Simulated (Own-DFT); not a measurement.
# Response to strain: hcp Hf, 36 atoms (Hf36)

All numbers below are calculated, not measured. They come from Own-DFT, an in-house plane-wave density functional program, since retired, whose code no person has reviewed. Each row is one single-point run on a periodic cell that was not relaxed, without spin or spin-orbit coupling.

Settings of every run: PBE; PseudoDojo norm-conserving scalar-relativistic files; cutoff 42 hartree; 4 x 4 x 4 k mesh centred on Gamma; cold (Marzari-Vanderbilt) smearing of 0.2 eV.

Known limits: hafnium file: forces about 75 meV/angstrom off all-electron values; forces on such cells passed a denser k mesh, each cell not checked; stress not checked against mesh or cutoff.

Unstrained cell vectors in Å: (9.589, 0.000, 0.000); (-4.795, 8.304, 0.000); (0.000, 0.000, 10.102). The unstrained cell has measured lattice constants (interpolated for alloys), not those of this functional. That, the random moves and any unrelaxed bonds set the pressure at no strain. Each run strains this cell uniformly, with the atoms carried along. Every atom was also moved at random, by a Gaussian of width 0.05 Å on each axis. Strain is the symmetric tensor, in per cent. Stress is positive in tension, and the pressure is minus a third of its trace.

```
run  e_xx (%)  e_yy (%)  e_zz (%)  e_yz (%)  e_xz (%)  e_xy (%)  s_xx (GPa)  s_yy (GPa)  s_zz (GPa)  s_yz (GPa)  s_xz (GPa)  s_xy (GPa)  P (GPa)  E (meV/atom)
  1      0.29     -0.24      1.72      1.82      0.68     -1.96        0.04       -0.54        1.64        1.78        0.73       -2.60    -0.38          17.7
  2      1.59     -0.53      0.60      1.08      1.93      1.84        1.75       -1.02        0.47        1.04        1.80        2.38    -0.40          10.4
  3     -2.00     -1.14      1.64      1.19     -0.90      0.29       -5.13       -3.76       -0.65        1.08       -0.90        0.35     3.18          20.6
  4      1.29      0.37      0.22     -1.17      1.71     -0.73        1.48        0.47       -0.03       -1.19        1.57       -0.79    -0.64           4.0
  5      0.65      0.95     -1.01      0.09      1.52      0.72       -0.14        0.36       -2.48        0.09        1.59        0.98     0.75           0.0
  6     -0.21     -0.14     -1.60     -0.48      1.28      1.93       -3.10       -3.41       -5.42       -0.64        1.40        2.44     3.98          27.4
  7     -0.53     -1.94     -1.92     -0.97     -1.23      0.31       -5.45       -7.21       -8.02       -1.01       -1.28        0.07     6.89          36.1
  8     -0.43     -0.92      1.98      1.33      0.20     -0.78       -1.16       -2.01        1.30        1.34        0.20       -1.21     0.62           5.1
  9     -1.96     -1.19      0.16      0.66      0.75      1.58       -6.35       -4.88       -3.51        0.61        0.68        2.33     4.91          18.5
 10     -0.79     -1.05     -0.52      0.51     -1.94      0.81       -4.00       -4.63       -4.48        0.61       -1.98        1.48     4.37          28.2
 11     -1.80     -1.56     -1.78     -0.06      1.27     -0.65       -8.06       -7.13       -8.49        0.04        1.24       -0.96     7.90          44.4
 12      1.16      1.23      1.04      0.71     -1.33      0.75        2.39        2.34        1.90        0.81       -1.32        1.28    -2.21          10.1
 13     -1.80     -1.44      0.67     -0.10     -0.44     -0.46       -5.51       -5.14       -2.68        0.03       -0.32       -0.70     4.44          18.4
 14      0.48     -1.68      0.31      1.95      0.37     -1.52       -1.18       -4.40       -1.92        2.00        0.53       -2.18     2.50          17.5
 15     -0.50      0.21      1.75      1.06      1.14      1.86       -0.99       -0.16        1.60        0.90        0.97        2.56    -0.15          13.6
 16      0.41      0.30      0.78      1.92      1.46      1.87           ?           ?           ?           ?           ?           ?        ?             ?
```

E is the free energy for each atom above the lowest run shown.

## Worked fit

Each stress component was fitted by least squares to a constant and the strains of the runs shown, as fractions, with shears doubled. Shear strains stay in the fit of a normal stress only where such slopes are resolved. The slopes, in GPa:

```
stress  at no strain  per e_xx  per e_yy  per e_zz  scatter
  s_xx          -1.5   208 ± 6    65 ± 8    80 ± 5     0.22
  s_yy          -1.5    65 ± 5   202 ± 6    76 ± 4     0.17
  s_zz          -1.8    76 ± 7    76 ± 9   213 ± 5     0.25
```

Each shear stress against twice its own strain: yz 50 ± 2, xz 49 ± 1, xy 67 ± 2 GPa. These are stiffnesses along x, y and z of the frame in which the cell vectors are given, which need not be the crystal's axes. The atoms are held to the strained lattice; where symmetry lets them move under strain, relaxing them would lower some slopes. The table should be nearly symmetric about its diagonal, and what it lacks of that shows the noise. A ninth of its sum, 118 ± 2 GPa, estimates the bulk modulus near the mean pressure of these runs, 2.4 GPa, so it lies above the value at zero pressure.

## Withheld run

Question: what normal stresses and pressure should run 16 give?

The fit gives s_xx = 0.2, s_yy = 0.0, s_zz = 0.4 and P = -0.2 GPa. The calculation gave 0.50, -0.22, 0.54 and P = -0.27 GPa.
